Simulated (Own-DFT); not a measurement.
## Calculated data, GaN (wurtzite, strained, atoms displaced)

Computed with Own-DFT development build. A calculation, not a measurement: plane-wave PBE density functional theory by an unreviewed code, no spin, of a simulated periodic cell, stress positive in tension, free energy of the whole cell less one offset for each atom, forces on such cells passed a denser k mesh, this cell's mesh not checked; offsets are fitted by least squares, one for each functional and potential file, so energies compare only between cells with the same atoms and settings and are not formation energies; the far tail of each file's local potential was reset to the Coulomb form; each entry is a single point on an unrelaxed cell, so the pressure reflects the starting lattice, mostly measured values (interpolated for alloys), from which strain is counted, and rises with the displacements; printed positions are rounded, which can move forces by about a meV/angstrom; the program, named Own-DFT, is a retired in-house code; no spin-orbit coupling.

GaN (wurtzite, strained, atoms displaced)

```
cell vectors (Å)
  12.7560     0.0000     0.0000
  -4.7835     8.2853     0.0000
   0.0000     0.0000    10.4478
atoms (fractions of the cell vectors)
Ga  0.08721  0.24035  0.98997
Ga  0.16946  0.11402  0.25559
N   0.08308  0.22579  0.18322
N   0.16250  0.11431  0.43599
Ga  0.07955  0.21737  0.50290
Ga  0.16510  0.11806  0.74914
N   0.08653  0.21784  0.68828
N   0.17442  0.11784  0.94202
Ga  0.07611  0.54908  0.01196
Ga  0.16495  0.44519  0.24126
N   0.08464  0.56820  0.18929
N   0.16490  0.44404  0.42689
Ga  0.09215  0.55799  0.50775
Ga  0.16455  0.44499  0.74685
N   0.08074  0.54938  0.69041
N   0.16646  0.44730  0.92929
Ga  0.07940  0.88486  0.00630
Ga  0.16583  0.77681  0.25545
N   0.08211  0.88745  0.18529
N   0.16733  0.78159  0.43026
Ga  0.09628  0.90058  0.50767
Ga  0.16616  0.77581  0.74849
N   0.08318  0.89038  0.69052
N   0.17379  0.78140  0.93910
Ga  0.32985  0.21641  0.99922
Ga  0.41494  0.11456  0.25487
N   0.33566  0.22484  0.18766
N   0.42020  0.12196  0.43731
Ga  0.33161  0.21946  0.49750
Ga  0.41800  0.11915  0.74978
N   0.32814  0.22022  0.68517
N   0.40561  0.10900  0.93621
Ga  0.32751  0.55745  0.00610
Ga  0.42470  0.45151  0.25019
N   0.32805  0.54750  0.18522
N   0.42123  0.44242  0.44658
Ga  0.33766  0.56685  0.49591
Ga  0.41290  0.44424  0.75748
N   0.33908  0.56401  0.68111
N   0.41572  0.43267  0.94097
Ga  0.33251  0.89423  0.99557
Ga  0.42240  0.78707  0.24425
N   0.33235  0.89630  0.17963
N   0.42113  0.77834  0.43749
Ga  0.33196  0.88099  0.49380
Ga  0.41753  0.77980  0.74733
N   0.34339  0.88630  0.67949
N   0.42196  0.77532  0.94410
Ga  0.59080  0.22902  0.00686
Ga  0.65759  0.10301  0.25425
N   0.58643  0.21852  0.19021
N   0.66280  0.10814  0.44304
Ga  0.59611  0.23402  0.49180
Ga  0.66311  0.11256  0.75082
N   0.58681  0.22097  0.69753
N   0.67144  0.11718  0.93692
Ga  0.57581  0.54430  0.99646
Ga  0.65918  0.43479  0.26493
N   0.58943  0.55251  0.18508
N   0.67040  0.44832  0.42912
Ga  0.57721  0.54793  0.50223
Ga  0.66560  0.45618  0.75395
N   0.57941  0.55258  0.68767
N   0.66630  0.44409  0.93778
Ga  0.58207  0.88848  0.99500
Ga  0.66379  0.77855  0.25540
N   0.58244  0.89804  0.19169
N   0.66561  0.78818  0.44076
Ga  0.58130  0.88620  0.50329
Ga  0.66655  0.77514  0.74996
N   0.57956  0.89015  0.69324
N   0.66746  0.77215  0.93961
Ga  0.83102  0.22041  0.99830
Ga  0.91532  0.10184  0.24919
N   0.83201  0.22355  0.18657
N   0.91976  0.11141  0.44024
Ga  0.83672  0.22775  0.50097
Ga  0.91415  0.11587  0.74896
N   0.83500  0.22474  0.68224
N   0.91881  0.12074  0.94759
Ga  0.83738  0.55869  0.99880
Ga  0.91376  0.43975  0.24292
N   0.82554  0.54764  0.18425
N   0.91913  0.43885  0.44276
Ga  0.84243  0.56554  0.50795
Ga  0.91566  0.44807  0.75226
N   0.83263  0.55140  0.68977
N   0.92015  0.44330  0.93258
Ga  0.82339  0.88143  0.99950
Ga  0.91480  0.76915  0.24773
N   0.82808  0.88468  0.17760
N   0.91763  0.77361  0.44377
Ga  0.82994  0.89174  0.48749
Ga  0.91368  0.77100  0.75197
N   0.82371  0.87793  0.69284
N   0.92075  0.77813  0.93861
```

- functional: PBE
- potential files: PseudoDojo norm-conserving, scalar-relativistic, standard set with the stringent files for Ga
- wave cutoff: 96 hartree
- occupations: Gaussian
- smearing width: 0.01 eV
- k mesh: 3 x 4 x 3 centred on Gamma
- stress xx: withheld

## Withheld values
1. GaN (wurtzite, strained, atoms displaced): stress xx?
2. Give the table of force values for GaN (wurtzite, strained, atoms displaced).

Calculated values
1. -6.23 GPa
2. 
Force:
| element | x (eV/Å) | y (eV/Å) | z (eV/Å) |
| --- | --- | --- | --- |
| Ga | 1.048 | -2.909 | 1.527 |
| Ga | -0.58 | 0.071 | -1.927 |
| N | 0.163 | -0.47 | 0.121 |
| N | 1.078 | -0.215 | 0.698 |
| Ga | 0.322 | 1.33 | -0.494 |
| Ga | 1.92 | -1.503 | 1.682 |
| N | -2.402 | 1.16 | -0.399 |
| N | -2.779 | -1.166 | -1.063 |
| Ga | 0.831 | 1.492 | -2.373 |
| Ga | -0.431 | -0.373 | 0.965 |
| N | 0.213 | -1.843 | 0.255 |
| N | 0.729 | 0.176 | 1.59 |
| Ga | -1.111 | -0.547 | -1.59 |
| Ga | 1.247 | 0.147 | -0.348 |
| N | -0.195 | 0.985 | -0.34 |
| N | -0.138 | 1.565 | 0.807 |
| Ga | 1.179 | 1.291 | -1.393 |
| Ga | 0.041 | 1.416 | -2.116 |
| N | -0.108 | 0.251 | 1.595 |
| N | 0.339 | -0.295 | 2.488 |
| Ga | -1.431 | -0.998 | -0.811 |
| Ga | 0.759 | 0.626 | 0.73 |
| N | 0.228 | -0.2 | 0.071 |
| N | -1.778 | -1.456 | -0.551 |
| Ga | 0.22 | 0.587 | 1.235 |
| Ga | 0.392 | -0.276 | -1.112 |
| N | -0.311 | 0.282 | 0.533 |
| N | 0.796 | -1.228 | 0.434 |
| Ga | -0.28 | 0.449 | 0.627 |
| Ga | 0.208 | -0.797 | -0.315 |
| N | 0.518 | 0.435 | 0.03 |
| N | 2.784 | 0.429 | -0.352 |
| Ga | 1.151 | -0.373 | -1.387 |
| Ga | -0.615 | -0.852 | 0.1 |
| N | 0.883 | 1.439 | 0.987 |
| N | -1.954 | 0.195 | -1.863 |
| Ga | 0.065 | -2.274 | -0.045 |
| Ga | -0.082 | -0.261 | -1.107 |
| N | -0.668 | -1.216 | 0.912 |
| N | -1.56 | 1.299 | -0.347 |
| Ga | 1.084 | -0.259 | 0.309 |
| Ga | -1.751 | -1.127 | 0.183 |
| N | 0.503 | -0.611 | 1.68 |
| N | -0.639 | 0.552 | -1.383 |
| Ga | 0.299 | 1.598 | 0.349 |
| Ga | 0.41 | -0.636 | 1.29 |
| N | -2.803 | 0.82 | 0.379 |
| N | -1.643 | -0.022 | -1.111 |
| Ga | -0.969 | -0.82 | -0.907 |
| Ga | 1.658 | 1.896 | 0.477 |
| N | -1.474 | 0.468 | 0.226 |
| N | 1.158 | 0.041 | -0.585 |
| Ga | -1.582 | -1.009 | 2.095 |
| Ga | 1.436 | -0.271 | 0.004 |
| N | -1.659 | 1.793 | -1.763 |
| N | -0.849 | -0.988 | 0.168 |
| Ga | 0.961 | 1.022 | 0.858 |
| Ga | 0.803 | 0.523 | -5.338 |
| N | -1.194 | 0.609 | 0.605 |
| N | 0.136 | 1.009 | 5.055 |
| Ga | 1.535 | 1.33 | 0.264 |
| Ga | 1.006 | -1.829 | -0.259 |
| N | -0.262 | 0.261 | 0.113 |
| N | 0.435 | 0.413 | 0.182 |
| Ga | 1.106 | 0.65 | 0.692 |
| Ga | 0.26 | -0.21 | -1.2 |
| N | 1.48 | -1.899 | -1.394 |
| N | 0.614 | -1.879 | -0.535 |
| Ga | -0.433 | 1.125 | 1.01 |
| Ga | -1.482 | 0.003 | 0.339 |
| N | 1.503 | -0.051 | -0.503 |
| N | -1.696 | -0.521 | -0.573 |
| Ga | 0.207 | 0.565 | 0.768 |
| Ga | -0.263 | 1.22 | -0.769 |
| N | 0.115 | -1.131 | 0.408 |
| N | -0.911 | -0.12 | -0.771 |
| Ga | -0.229 | -1.121 | -0.501 |
| Ga | 0.468 | -1.118 | 0.681 |
| N | -0.478 | -0.012 | 1.237 |
| N | 0.359 | -1.483 | -1.846 |
| Ga | -0.564 | -0.636 | 0.095 |
| Ga | -0.276 | 0.458 | 1.522 |
| N | 0.554 | 0.216 | 0.53 |
| N | -0.351 | 1.879 | -0.883 |
| Ga | 0.127 | -1.612 | -1.09 |
| Ga | 0.485 | -1.057 | -0.62 |
| N | -0.686 | 0.393 | 0.278 |
| N | -0.82 | 0.145 | 1.168 |
| Ga | 1.96 | 1.361 | -0.774 |
| Ga | -0.33 | 0.236 | 0.302 |
| N | 0.346 | -0.212 | 2.581 |
| N | -0.101 | 1.72 | -1.061 |
| Ga | 1.312 | -0.726 | 2.048 |
| Ga | -0.192 | 1.11 | -0.183 |
| N | 1.685 | 1.629 | -1.089 |
| N | -1.062 | -0.063 | -0.217 |

Further results for GaN (wurtzite, strained, atoms displaced):

* free energy of cell above offsets: -4.385 eV
* pressure: 5.8 GPa
* stress yy: -5.61 GPa
* stress zz: -5.56 GPa
* stress yz: 0.07 GPa
* stress xz: -0.9 GPa
* stress xy: -0.38 GPa
